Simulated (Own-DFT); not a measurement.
## Calculated data, SiC (4H silicon carbide, atoms displaced)

All values are calculated (Own-DFT development build). A calculation, not a measurement: plane-wave PBE density functional theory by an unreviewed code, no spin, of a simulated periodic cell, stress positive in tension, free energy of the whole cell less one offset for each atom, forces on such cells passed a denser k mesh, this cell's mesh not checked; offsets are fitted by least squares, one for each functional and potential file, so energies compare only between cells with the same atoms and settings and are not formation energies; the far tail of each file's local potential was reset to the Coulomb form; each entry is a single point on an unrelaxed cell, so the pressure reflects the starting lattice, mostly measured values (interpolated for alloys), from which strain is counted, and rises with the displacements; printed positions are rounded, which can move forces by about a meV/angstrom; the program, named Own-DFT, is a retired in-house code; no spin-orbit coupling.

Common to all runs: functional PBE; potential files PseudoDojo norm-conserving, scalar-relativistic, standard set; wave cutoff 42 hartree; occupations Fermi-Dirac; smearing width 0.1 eV; hardware one NVIDIA H200; k mesh 3 x 3 x 3 centred on Gamma.

(1) SiC (4H silicon carbide, atoms displaced)

```
SiC
1.0
     12.3308     0.0000     0.0000
     -6.1654    10.6788     0.0000
      0.0000     0.0000    10.0681
Si C Si C Si C Si C Si C Si C Si C Si C Si C Si C Si C Si C Si C Si C Si C Si C Si C Si C Si C Si C Si C Si C Si C Si C Si C Si C Si C Si C Si C Si C Si C Si C
2 2 2 2 2 2 2 2 2 2 2 2 2 2 2 2 2 2 2 2 2 2 2 2 2 2 2 2 2 2 2 2 2 2 2 2 2 2 2 2 2 2 2 2 2 2 2 2 2 2 2 2 2 2 2 2 2 2 2 2 2 2 2 2
Direct
  0.00838 0.01041 0.40747
  0.07624 0.16388 0.16547
  0.99390 0.99934 0.09265
  0.08382 0.17633 0.34489
  0.00521 0.25761 0.40313
  0.07962 0.42014 0.15881
  0.00703 0.25142 0.09269
  0.08652 0.41811 0.34332
  0.99993 0.50510 0.40746
  0.07821 0.66324 0.15335
  0.00187 0.50007 0.08469
  0.07952 0.66930 0.34665
  0.00109 0.74757 0.40636
  0.07954 0.91512 0.16398
  0.00093 0.74948 0.09873
  0.08687 0.90637 0.35016
  0.26329 0.00802 0.40644
  0.33564 0.16620 0.15562
  0.24565 0.98926 0.09152
  0.33945 0.16855 0.33871
  0.25322 0.24824 0.41227
  0.33770 0.42225 0.16248
  0.25240 0.25464 0.09181
  0.33011 0.41714 0.34086
  0.24902 0.50432 0.41007
  0.32449 0.65681 0.15589
  0.24140 0.50241 0.09692
  0.32548 0.66640 0.33526
  0.24948 0.74888 0.40303
  0.32536 0.90752 0.16342
  0.23938 0.74114 0.09007
  0.34335 0.92252 0.34347
  0.50239 0.99970 0.40564
  0.58431 0.17011 0.15724
  0.50810 0.01283 0.08620
  0.58499 0.18081 0.34660
  0.49200 0.24190 0.40353
  0.58617 0.42154 0.16570
  0.49134 0.24148 0.08892
  0.57958 0.41490 0.34607
  0.49828 0.49878 0.41358
  0.58014 0.66672 0.15514
  0.50163 0.49819 0.09166
  0.58414 0.67259 0.34224
  0.49399 0.74610 0.40045
  0.58147 0.91790 0.15530
  0.50120 0.75669 0.08177
  0.58460 0.91701 0.35224
  0.75943 0.00845 0.40810
  0.83480 0.16871 0.15667
  0.74272 0.99229 0.09188
  0.83287 0.17020 0.33747
  0.75563 0.25835 0.40388
  0.83516 0.42062 0.15535
  0.74939 0.25243 0.09092
  0.83075 0.42391 0.34273
  0.74319 0.49572 0.40573
  0.83725 0.66718 0.16692
  0.75789 0.49836 0.09026
  0.83624 0.66773 0.35619
  0.74493 0.74547 0.40704
  0.84158 0.92775 0.15156
  0.75383 0.74698 0.10357
  0.83393 0.91945 0.34692
  0.99649 0.99954 0.89900
  0.91033 0.83230 0.65910
  0.00380 0.00116 0.60306
  0.91293 0.83098 0.84193
  0.99975 0.75620 0.90361
  0.90878 0.57619 0.65085
  0.99965 0.74254 0.59053
  0.91079 0.58193 0.84151
  0.00480 0.50559 0.90720
  0.92065 0.33056 0.65755
  0.00201 0.49527 0.59402
  0.91987 0.33767 0.84036
  0.00270 0.25361 0.91271
  0.91678 0.07480 0.65855
  0.99814 0.24797 0.58716
  0.92296 0.09181 0.84985
  0.75303 0.99314 0.90297
  0.66586 0.83237 0.65902
  0.74864 0.98857 0.58301
  0.65847 0.82980 0.84401
  0.75054 0.74772 0.91195
  0.65794 0.57795 0.65228
  0.74379 0.75679 0.58876
  0.66417 0.57148 0.84195
  0.74340 0.49301 0.91001
  0.66418 0.33349 0.65672
  0.74881 0.50160 0.59380
  0.65235 0.33322 0.84402
  0.74331 0.24867 0.89963
  0.66906 0.09190 0.65639
  0.73944 0.24670 0.59703
  0.67010 0.08208 0.85115
  0.51134 0.00558 0.91836
  0.42055 0.83006 0.65295
  0.49774 0.99584 0.60305
  0.42010 0.84080 0.84755
  0.50110 0.74643 0.90069
  0.42072 0.58328 0.65442
  0.49844 0.74672 0.60005
  0.41181 0.58423 0.84733
  0.50154 0.50168 0.90683
  0.41696 0.33612 0.64942
  0.50545 0.50230 0.58960
  0.42245 0.33764 0.84408
  0.50076 0.25987 0.90287
  0.40677 0.08331 0.65563
  0.50115 0.25252 0.59440
  0.41499 0.08188 0.83777
  0.24065 0.99239 0.91875
  0.17185 0.83057 0.65602
  0.24855 0.99489 0.59213
  0.16477 0.83982 0.84458
  0.24893 0.76098 0.90311
  0.16952 0.58604 0.65426
  0.25532 0.75143 0.58888
  0.17412 0.59247 0.84491
  0.25883 0.50328 0.89912
  0.17371 0.33528 0.65040
  0.25466 0.50219 0.58646
  0.16931 0.34116 0.83632
  0.25348 0.24776 0.89744
  0.17159 0.08812 0.65043
  0.26121 0.24916 0.59839
  0.16596 0.08705 0.84368
```

```
free energy of cell above offsets : -9.758 eV
pressure                          : 5.3 GPa
stress xx                         : -5.09 GPa
stress yy                         : -4.11 GPa
stress zz                         : -6.69 GPa
stress yz                         : -0.19 GPa
stress xz                         : 0.46 GPa
stress xy                         : -0.5 GPa
wall time                         : 561.4 s
```

Force:
```tsv
element	x (eV/Å)	y (eV/Å)	z (eV/Å)
Si	-0.611	-2.68	0.459
Si	2.368	1.127	-2.848
C	2.98	1.116	-0.52
C	2.182	-1.462	1.183
Si	-1.707	-0.777	0.639
Si	1.143	-0.867	-0.732
C	-2.047	0.324	1.379
C	-1.613	1.072	0.228
Si	0.358	-0.878	0.039
Si	0.427	0.254	0.572
C	-1.113	-0.16	2.646
C	2.125	-0.952	-1.333
Si	-0.975	0.076	1.689
Si	0.537	-0.159	-0.751
C	-1.041	0.412	-1.034
C	-0.982	4.099	-0.621
Si	-1.297	-2.503	-0.133
Si	-1.603	-0.539	-1.599
C	-1.079	1.363	3.366
C	-2.593	-0.877	0.719
Si	-0.488	1.063	-1.963
Si	-1.091	-1.207	-2.433
C	-0.202	-1.071	0.552
C	0.845	0.167	2.832
Si	0.669	-0.55	-2.352
Si	0.081	3.126	-1.997
C	2.694	-1.934	-1.552
C	1.553	-0.157	1.756
Si	-0.89	1.137	0.148
Si	1.142	0.87	-2.367
C	1.105	1.526	0.899
C	-1.264	-1.311	0.414
Si	0.676	1.495	1.622
Si	-0.349	0.682	-0.193
C	-0.569	-2.582	5.147
C	2.61	-2.806	-0.975
Si	1.148	3.224	1.879
Si	0.423	-1.515	-2.439
C	1.478	2.581	0.659
C	-0.484	0.144	0.794
Si	-0.425	0.726	-3.386
Si	0.549	0.786	-0.474
C	-0.549	1.085	0.861
C	-0.34	-2.087	0.213
Si	0.198	1.184	1.249
Si	-0.271	0.086	0.395
C	-0.13	-2.001	2.561
C	0.258	0.174	-1.747
Si	-0.928	-1.683	-1.685
Si	-0.572	-0.514	-2.133
C	1.291	1.829	-0.066
C	0.594	0.705	1.674
Si	-1.259	-0.817	0.449
Si	1.086	-1.392	-0.445
C	0.54	0.273	0.306
C	1.918	-0.582	0.063
Si	0.126	1.273	0.863
Si	-0.198	-0.477	-1.006
C	-2.862	0.998	1.712
C	-1.256	-0.941	-1.407
Si	0.473	2.257	-0.671
Si	-2.508	-3.46	2.346
C	-1.03	0.836	-1.233
C	1.427	0.361	-0.87
Si	0.994	0.835	1.192
Si	1.546	-0.862	-1.758
C	0.537	-0.111	-1.775
C	-0.68	0.927	0.592
Si	0.348	-2.323	0.686
Si	1.692	1.16	1.344
C	-0.538	1.111	1.208
C	0.664	0.291	0.437
Si	-0.431	-0.19	-2.488
Si	-1.125	0.141	-0.355
C	-0.933	0.529	-0.383
C	-0.401	-0.574	1.322
Si	-0.03	1.02	-1.781
Si	-1.704	1.967	-0.367
C	1.3	-0.576	0.798
C	-0.65	-1.996	-1.329
Si	-1.554	1.756	1.037
Si	-1.32	0.117	-0.736
C	-0.627	2.919	3.588
C	3.255	0.291	-0.494
Si	-0.56	-1.117	-0.062
Si	3.016	2.313	1.399
C	2.219	-2.351	1.337
C	-1.649	2.641	0.052
Si	1.402	1.04	-0.978
Si	-0.731	0.447	0.212
C	-0.886	-1.361	-0.795
C	4.449	0.371	-0.921
Si	0.975	0.904	1.007
Si	0.152	-3.942	0.886
C	2.503	2.444	-1.296
C	0.833	0.557	-1.745
Si	-2.436	-0.64	-5.329
Si	-1.311	1.275	1.947
C	-0.221	1.456	-2.173
C	0.222	-1.098	-0.415
Si	-3.146	1.292	0.711
Si	-0.953	0.032	0.566
C	0.675	-0.265	-1.789
C	3.979	0.192	-1.886
Si	-0.347	-0.393	-0.111
Si	3.063	0.508	2.327
C	-2.539	-1.191	1.055
C	-2.452	0.543	-1.58
Si	-0.796	-4.619	1.17
Si	3.012	-0.131	0.979
C	-1.072	-0.715	-1.13
C	-0.492	0.573	2.425
Si	1.386	3.258	-3.737
Si	-1.782	-0.069	-0.284
C	-0.948	0.977	-0.664
C	-0.1	-1.515	-0.91
Si	2.108	-1.13	0.53
Si	-0.037	-0.294	0.728
C	-0.133	-0.599	0.231
C	-0.332	-0.587	-0.803
Si	-4.127	-0.784	2.288
Si	-1.596	-0.296	0.391
C	0.096	-0.153	1.887
C	0.821	-1.351	0.552
Si	-1.146	1.77	1.924
Si	0.496	-2.484	2.209
C	-3.155	0.283	-1.933
C	0.519	-1.714	-0.362
```

(2) SiC (4H silicon carbide, atoms displaced)

```
SiC
1.0
     12.3308     0.0000     0.0000
     -6.1654    10.6788     0.0000
      0.0000     0.0000    10.0681
Si C Si C Si C Si C Si C Si C Si C Si C Si C Si C Si C Si C Si C Si C Si C Si C Si C Si C Si C Si C Si C Si C Si C Si C Si C Si C Si C Si C Si C Si C Si C Si C
2 2 2 2 2 2 2 2 2 2 2 2 2 2 2 2 2 2 2 2 2 2 2 2 2 2 2 2 2 2 2 2 2 2 2 2 2 2 2 2 2 2 2 2 2 2 2 2 2 2 2 2 2 2 2 2 2 2 2 2 2 2 2 2
Direct
  0.99186 0.98693 0.40222
  0.08698 0.17273 0.16691
  0.01357 0.00397 0.09864
  0.07739 0.17282 0.34869
  0.99715 0.24443 0.40881
  0.07942 0.42055 0.15817
  0.99433 0.24890 0.08961
  0.08663 0.41940 0.34914
  0.00441 0.50140 0.40385
  0.09044 0.67536 0.15565
  0.99427 0.50342 0.09018
  0.08306 0.65880 0.34437
  0.99131 0.75148 0.41540
  0.08541 0.91663 0.15782
  0.99339 0.75087 0.09157
  0.07600 0.91382 0.34330
  0.25002 0.99969 0.39972
  0.32905 0.15603 0.15754
  0.24869 0.00516 0.08742
  0.33514 0.16935 0.33642
  0.25012 0.24895 0.40565
  0.32853 0.40992 0.16129
  0.24196 0.25066 0.08851
  0.34083 0.42332 0.34212
  0.25678 0.50499 0.39858
  0.32363 0.65367 0.15555
  0.24934 0.49211 0.09472
  0.33474 0.66428 0.35753
  0.24690 0.74331 0.40214
  0.33373 0.92179 0.14896
  0.25334 0.75288 0.09869
  0.32628 0.91258 0.34951
  0.49002 0.99384 0.41457
  0.57799 0.16211 0.14992
  0.50558 0.00361 0.10348
  0.57467 0.17248 0.34291
  0.49509 0.24746 0.40425
  0.58382 0.42194 0.15837
  0.50503 0.25157 0.09206
  0.58178 0.41772 0.34324
  0.50234 0.50018 0.40595
  0.58829 0.66990 0.16246
  0.50900 0.49993 0.09090
  0.58348 0.66256 0.34372
  0.49895 0.75196 0.40564
  0.58653 0.91808 0.14857
  0.49487 0.74192 0.08799
  0.58744 0.93466 0.35104
  0.75270 0.00064 0.40609
  0.83188 0.16733 0.16375
  0.76196 0.01020 0.08907
  0.82736 0.16669 0.34603
  0.74204 0.23844 0.39804
  0.83316 0.42344 0.15746
  0.75162 0.24470 0.09919
  0.82727 0.41800 0.34400
  0.75368 0.50116 0.40997
  0.83807 0.66433 0.15343
  0.73963 0.48857 0.09663
  0.83220 0.66285 0.34773
  0.75878 0.74728 0.39948
  0.81823 0.91140 0.16409
  0.75157 0.75448 0.09974
  0.81827 0.90859 0.35149
  0.00219 0.99709 0.91197
  0.91737 0.83317 0.65957
  0.99952 0.00256 0.59974
  0.92635 0.83405 0.83952
  0.99337 0.73975 0.90420
  0.90952 0.58105 0.66003
  0.99833 0.74763 0.59356
  0.91074 0.58563 0.83802
  0.00873 0.50284 0.90764
  0.91568 0.33045 0.65960
  0.99265 0.49803 0.58238
  0.91964 0.33239 0.83894
  0.00061 0.24386 0.91083
  0.90672 0.07481 0.66246
  0.00207 0.25602 0.58813
  0.90934 0.08429 0.83954
  0.75038 0.01124 0.90310
  0.67512 0.83992 0.66185
  0.74407 0.99473 0.59791
  0.66592 0.82891 0.83578
  0.74541 0.74507 0.90093
  0.66857 0.58257 0.65926
  0.75340 0.74319 0.59281
  0.67473 0.59019 0.83921
  0.75544 0.49747 0.91094
  0.66601 0.32572 0.65617
  0.75833 0.49477 0.59291
  0.66339 0.33362 0.84495
  0.75408 0.24624 0.90608
  0.66671 0.08097 0.64208
  0.74854 0.25316 0.59185
  0.67356 0.08220 0.85246
  0.49910 0.99370 0.91652
  0.41692 0.83989 0.66245
  0.49227 0.00074 0.59194
  0.41851 0.83055 0.84473
  0.50748 0.74755 0.90248
  0.42069 0.59266 0.64801
  0.50119 0.75191 0.58530
  0.41682 0.57750 0.83426
  0.49406 0.49233 0.91092
  0.40065 0.32967 0.65856
  0.50167 0.50420 0.60014
  0.41264 0.33514 0.84532
  0.50534 0.24654 0.91245
  0.42578 0.09225 0.64960
  0.49836 0.24814 0.59200
  0.41768 0.08300 0.84340
  0.24736 0.99867 0.89390
  0.15747 0.83598 0.65696
  0.24421 0.99782 0.60176
  0.15752 0.82579 0.83616
  0.24159 0.74842 0.91702
  0.15802 0.57511 0.65293
  0.24603 0.74141 0.59811
  0.16199 0.57701 0.83044
  0.24502 0.49844 0.89696
  0.16997 0.34169 0.65716
  0.25030 0.49693 0.59621
  0.16435 0.32588 0.85396
  0.25582 0.25315 0.90610
  0.16941 0.08756 0.66657
  0.25603 0.24653 0.60180
  0.16587 0.08945 0.85174
```

```
pressure : withheld
```

## Withheld values
1. SiC (4H silicon carbide, atoms displaced) (entry 2): pressure?

Answers
1. 6.13 GPa

Further results for SiC (4H silicon carbide, atoms displaced) (entry 2):

```
free energy of cell above offsets : -6.428 eV
stress xx                         : -5.83 GPa
stress yy                         : -5.65 GPa
stress zz                         : -6.91 GPa
stress yz                         : -0.23 GPa
stress xz                         : 0.46 GPa
stress xy                         : 0.8 GPa
wall time                         : 572.7 s
```

Force:
```tsv
element	x (eV/Å)	y (eV/Å)	z (eV/Å)
Si	-1.63	3.162	1.77
Si	-1.175	-1.083	-2.449
C	-3.146	0.036	0.417
C	3.443	-2.633	-0.326
Si	-2.288	2.826	0.301
Si	0.669	-1.294	-0.243
C	0.586	0.408	2.638
C	0.099	-0.913	-1.41
Si	-1.796	-1.732	-0.127
Si	-2.006	-1.716	0.876
C	1.705	1.011	0.394
C	-1.369	2.605	-0.986
Si	2.806	-1.076	-1.541
Si	-0.77	-0.355	-0.676
C	2.979	0.293	-0.189
C	1.872	-0.309	-0.105
Si	-1.333	0.019	2.277
Si	-0.424	4.158	-1.803
C	1.296	-3.058	-0.297
C	-1.157	-1.402	1.551
Si	-0.567	0.625	0.718
Si	1.629	0.839	-1.653
C	2.481	-0.242	2.017
C	-0.793	-1.827	0.9
Si	-0.721	-2.632	2.53
Si	1.624	1.842	0.641
C	-1.902	0.939	-0.916
C	-0.48	1.538	-3.566
Si	-0.6	0.641	2.461
Si	0.512	-0.052	1.915
C	-0.182	-0.35	-0.371
C	0.566	-0.294	-1.809
Si	-0.38	2.128	-2.34
Si	1.128	2.855	2.242
C	-1.258	-2.292	-2.013
C	2.373	-2.754	-0.54
Si	-0.009	2.151	0.644
Si	0.254	-2.513	0.632
C	-1.616	-0.542	0.944
C	0.639	-0.073	0.742
Si	0.294	0.25	1.276
Si	-0.787	-1.451	-1.477
C	-2.98	0.7	0.844
C	-0.141	1.566	0.611
Si	1.669	1.187	-0.442
Si	0.314	-0.401	1.816
C	0.354	1.172	1.342
C	1.2	-3.327	-1.789
Si	-2.224	0.167	1.372
Si	0.927	0.439	-1.377
C	-1.748	-2.107	0.747
C	2.849	-1.042	0.141
Si	-2.536	3.396	1.405
Si	0.374	-2.583	0.726
C	-1.593	1.529	-0.972
C	2.511	-0.968	-0.648
Si	-1.222	-1.328	-0.015
Si	-2.567	-0.661	1.098
C	1.594	3.179	-1.104
C	1.155	0.237	-1.786
Si	-3.719	-1.039	2.485
Si	3.085	1.802	-1.132
C	0.564	-1.504	-1.482
C	2.424	0.987	-1.431
Si	-1.177	0.414	-0.193
Si	0.027	0.051	-1.005
C	0.179	-0.76	-1.127
C	-2.053	-0.125	1.874
Si	-0.209	2.413	0.223
Si	2.505	0.465	-1.799
C	-1.07	0.135	0.734
C	2.408	-1.813	1.868
Si	-2.349	-1.462	-1.378
Si	-0.353	0.965	-2.258
C	0.694	-0.048	3.079
C	-0.076	0.375	1.98
Si	-0.997	0.756	-1.351
Si	1.275	2.356	-1.86
C	0.203	-1.656	1.858
C	2.198	-0.702	1.887
Si	4.18	-3.928	1.432
Si	-0.667	-3.611	-3.007
C	0.958	1.466	-1.752
C	0.33	1.742	2.85
Si	1.373	2.179	1.186
Si	0.397	-0.948	-1.059
C	-0.792	1.833	-0.435
C	-0.333	-3.102	1.903
Si	-2.53	-0.001	-0.943
Si	-1.702	1.771	0.183
C	-3.707	-0.49	0.294
C	2.017	-0.535	-0.191
Si	-0.759	1.206	0.703
Si	-1.386	0.929	2.471
C	1.846	-2.475	-0.714
C	-5.403	1.143	-2.961
Si	-0.001	1.061	-1.837
Si	-0.184	-2.32	-1.46
C	2.11	-0.191	1.127
C	-0.602	0.046	1.609
Si	-1.989	-1.284	-0.4
Si	0.233	-1.628	1.023
C	0.079	1.846	2.093
C	-0.893	0.969	1.648
Si	0.871	2.153	-1.716
Si	6.324	3.671	1.36
C	-0.033	-1.209	-1.607
C	2.224	-1.258	-0.111
Si	-2.188	0.418	-1.453
Si	-2.433	-2.083	2.137
C	-0.783	1.956	-0.228
C	0.643	-0.459	0.067
Si	-0.055	0.168	0.923
Si	2.947	-1.822	-1.295
C	0.853	1.545	-1.604
C	0.671	0.788	2.848
Si	1.816	-0.076	-3.656
Si	0.119	0.825	-2.035
C	-0.69	1.899	-0.798
C	0.171	1.402	3.581
Si	1.877	-0.453	0.962
Si	0.154	-3.042	0.775
C	-0.037	1.755	-1.551
C	-0.503	1.443	-2.16
Si	-1.388	-0.503	0.971
Si	-0.886	-1.252	-0.923
C	-5.276	-1.032	-3.236
C	0.97	-1.009	-1.011
```
